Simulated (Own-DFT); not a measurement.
# A layer strained by its substrate: wurtzite GaN, 72 atoms (Ga36N36)

Source: density functional calculations with Own-DFT, an unreviewed in-house program that is no longer used. Nothing was measured or relaxed, and spin and spin-orbit coupling are left out.

Settings: PBE; PseudoDojo norm-conserving scalar-relativistic files; cutoff 42 hartree; 4 x 4 x 3 k mesh centred on Gamma; Fermi-Dirac smearing of 0.1 eV.

Known weak points: forces not confirmed at this smearing and k mesh; stress not checked against mesh or cutoff.

Unstrained cell vectors in Å: (9.567, 0.000, 0.000); (-4.784, 8.285, 0.000); (0.000, 0.000, 10.370). The unstrained cell has measured lattice constants (interpolated for alloys), not those of this functional. That, the random moves and any unrelaxed bonds set the pressure at no strain. Each run strains x and y alike by e, as a substrate would, and holds the height along z. Random moves of width 0.05 Å per axis were added to every atom. Stress is positive in tension.

```
e (%)  u (Å)  (s_xx + s_yy)/2 (GPa)  s_zz (GPa)
-2.75  0.049                 -24.08      -12.34
-2.25  0.051                 -21.69      -10.92
-1.75  0.049                 -18.32       -9.52
-1.00  0.051                 -13.40       -9.23
-0.75  0.052                 -11.52       -8.89
-0.50  0.056                 -11.27       -9.65
-0.25  0.055                      ?           ?
 0.25  0.050                  -5.70       -8.14
 2.25  0.053                   3.18       -6.40
 3.00  0.051                   6.24       -3.85
```

## Working it out

With e as a fraction, the in-plane stress is -7.7 + 544 e - 2549 e² GPa (errors 10 and 593, scatter 0.55), and s_zz is -8.3 + 123 e GPa (slope ± 13, scatter 0.70). At e = 0 the first slope is C11 + C12 and the second 2 C13, both with the ions held to the strained lattice and at the cell's own pressure. The term in e² is negative: the layer stiffens under compression and softens under tension. A free layer would change its height as e changes, and the in-plane slope would drop by 2 C13²/C33 to the biaxial modulus. At fixed height, a misfit of 1 % moves the in-plane stress by about 5.4 GPa and s_zz by 1.2 GPa.

## Prediction

Q: what are the two stresses at e = -0.25 %?

Estimate: -9.1 and -8.6 GPa. The hidden result is -8.70 and -9.59 GPa.
